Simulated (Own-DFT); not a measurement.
# Misfit strain and the stress it brings: diamond-structure GeSn with randomly placed atoms, 64 atoms (Ge60Sn4)

Calculated, not measured: single-point runs of Own-DFT, a retired in-house plane-wave DFT program that no person has reviewed, on unrelaxed cells, without spin or spin-orbit coupling.

Method: PBE; PseudoDojo norm-conserving scalar-relativistic files; cutoff 49 hartree; 3 x 3 x 3 k mesh centred on Gamma; Fermi-Dirac smearing of 0.1 eV.

Limits: forces on such cells moved up to 12 meV/angstrom on a denser k mesh; stress not checked against mesh or cutoff.

Unstrained cell vectors in Å: (11.420, 0.000, 0.000); (0.000, 11.420, 0.000); (0.000, 0.000, 11.420). The unstrained cell has measured lattice constants (interpolated for alloys), not those of this functional. That, the random moves and any unrelaxed bonds set the pressure at no strain. Each run strains x and y alike by e, as a substrate would, and holds the height along z. Each atom got a random Gaussian move of width 0.05 Å along each axis. The random placing of the alloy's atoms differs from row to row. Stress is positive in tension.

| e (%) | u (Å) | (s_xx + s_yy)/2 (GPa) | s_zz (GPa) |
|---|---|---|---|
| -3.00 | 0.048 | -10.74 | -8.68 |
| -1.50 | 0.051 | -7.61 | -6.62 |
| -1.25 | 0.048 | -7.11 | -6.36 |
| -0.25 | 0.046 | -5.21 | -4.95 |
| 0.25 | 0.050 | -4.36 | -4.63 |
| 1.00 | 0.051 | -3.17 | -3.79 |
| 1.25 | 0.051 | ? | ? |
| 1.50 | 0.043 | -2.26 | -3.13 |
| 1.75 | 0.049 | -2.12 | -3.10 |
| 2.00 | 0.053 | -1.85 | -3.00 |

## Working it out

With e as a fraction, the in-plane stress is -4.8 + 171 e - 947 e² GPa (errors 2 and 125, scatter 0.09), and s_zz is -4.8 + 110 e - 685 e² GPa (slope ± 3, scatter 0.12). At e = 0 the first slope is C11 + C12 and the second 2 C12, both with the ions held to the strained lattice and at the cell's own pressure. The term in e² is negative: the layer stiffens under compression and softens under tension. A free layer would change its height as e changes, and the in-plane slope would drop by 2 C12²/C11 to the biaxial modulus. At fixed height, a misfit of 1 % moves the in-plane stress by about 1.7 GPa and s_zz by 1.1 GPa.

## Withheld run

Question: what are the two stresses at e = 1.25 %?

The fit gives -2.8 and -3.5 GPa. The calculation gave -2.81 and -3.53 GPa.
